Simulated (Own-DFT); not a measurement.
# Misfit strain and the stress it brings: wurtzite AlN, 72 atoms (Al36N36)

Everything here is calculated. The program is Own-DFT (plane waves, in-house, since retired, never reviewed by a person); positions were held fixed, and spin and spin-orbit coupling were off.

All runs used: PBE; PseudoDojo norm-conserving scalar-relativistic files; cutoff 42 hartree; 3 x 3 x 2 k mesh centred on Gamma; Fermi-Dirac smearing of 0.1 eV.

Limits: forces on such cells moved up to 12 meV/angstrom on a denser k mesh; stress not checked against mesh or cutoff.

Unstrained cell vectors in Å: (9.336, 0.000, 0.000); (-4.668, 8.085, 0.000); (0.000, 0.000, 9.964). The unstrained cell has measured lattice constants (interpolated for alloys), not those of this functional. That, the random moves and any unrelaxed bonds set the pressure at no strain. Each run strains x and y alike by e, as a substrate would, and holds the height along z. All atoms carry random offsets, Gaussian with a width of 0.05 Å per axis. Stress is positive in tension.

```
e (%)  u (Å)  (s_xx + s_yy)/2 (GPa)  s_zz (GPa)
-2.75  0.053                 -23.27      -11.05
-2.00  0.048                 -18.60       -7.33
-1.75  0.045                 -16.52       -7.53
-1.50  0.050                 -15.71       -7.05
-0.75  0.048                  -9.67       -6.73
-0.50  0.055                  -9.71       -6.35
-0.25  0.051                  -6.61       -5.84
 2.00  0.049                   4.28       -0.64
 2.75  0.051                      ?           ?
 3.00  0.051                   8.57       -0.83
```

## Worked fit

With e as a fraction, the in-plane stress is -5.9 + 566 e - 2733 e² GPa (errors 12 and 732, scatter 0.63), and s_zz is -5.1 + 169 e GPa (slope ± 17, scatter 0.91). At e = 0 the first slope is C11 + C12 and the second 2 C13, both with the ions held to the strained lattice and at the cell's own pressure. The term in e² is negative: the layer stiffens under compression and softens under tension. A free layer would change its height as e changes, and the in-plane slope would drop by 2 C13²/C33 to the biaxial modulus. At fixed height, a misfit of 1 % moves the in-plane stress by about 5.7 GPa and s_zz by 1.7 GPa.

## Test on the hidden row

Question: what are the two stresses at e = 2.75 %?

From the fit: 7.6 and -0.4 GPa. DFT gave 8.11 and -1.11 GPa.
